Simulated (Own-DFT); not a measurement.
# What a defect does to the pressure of its cell: zincblende GaAs

Everything here is calculated. The program is Own-DFT (plane waves, in-house, since retired, never reviewed by a person); positions were held fixed, and spin and spin-orbit coupling were off.

Settings: PBE; PseudoDojo norm-conserving scalar-relativistic files; cutoff 42 hartree; 3 x 3 x 3 k mesh centred on Gamma; Fermi-Dirac smearing of 0.1 eV.

Known weak points (not all hold for every row): not probed for a lower state with spin; forces not confirmed at this smearing and k mesh; stress not checked against mesh or cutoff.

All runs share one cell, with vectors in Å (11.737, 0.000, 0.000); (0.000, 11.737, 0.000); (0.000, 0.000, 10.919) and a volume of 1504.3 Å³, strained against the parent crystal. Atoms were moved at random from their sites; u is the rms move along one axis. The defect's site can differ from row to row.

```
cell,formula,u (Å),P (GPa)
no defect,As32Ga32,0.0309,0.77
no defect,As32Ga32,0.0320,0.78
no defect,As32Ga32,0.0500,1.04
one In on a Ga site,As32Ga31In,0.0301,1.35
one In on a Ga site,As32Ga31In,0.0312,?
one In on a Ga site,As32Ga31In,0.0505,1.52
one In on a Ga site,As32Ga31In,0.0530,1.69
one Al on a Ga site,AlAs32Ga31,0.0308,0.74
one Al on a Ga site,AlAs32Ga31,0.0310,0.74
one Al on a Ga site,AlAs32Ga31,0.0480,1.03
one As vacancy and one Ga vacancy,As31Ga31,0.0310,0.52
one As vacancy and one Ga vacancy,As31Ga31,0.0508,0.81
one As vacancy and one Ga vacancy,As31Ga31,0.0517,0.71
one P on an As site,As31Ga32P,0.0282,0.50
one P on an As site,As31Ga32P,0.0462,0.76
one P on an As site,As31Ga32P,0.0505,0.79
```

## Fit

P = P0 + c u² + a shift for each defect gives P0 = 0.62 GPa, c = 165 ± 16 GPa/Å² and a scatter of 0.05 GPa. The shifts, and each times the cell's volume:

- one In on a Ga site: 0.56 ± 0.04 GPa, 5.3 eV
- one Al on a Ga site: -0.01 ± 0.04 GPa, -0.1 eV (not resolved)
- one P on an As site: -0.23 ± 0.04 GPa, -2.2 eV
- one As vacancy and one Ga vacancy: -0.28 ± 0.04 GPa, -2.6 eV

Against the defect-free cell, a freed cell would be larger where the shift is positive and smaller where it is negative (160.2 GPa Å³ is 1 eV). The atoms around the defects weren't relaxed, which would change these numbers.

## Withheld run

Asked: what pressure belongs in the blank (one In on a Ga site, u = 0.0312 Å)?

Estimate: 1.34 ± 0.06 GPa. DFT gave 1.31 GPa.
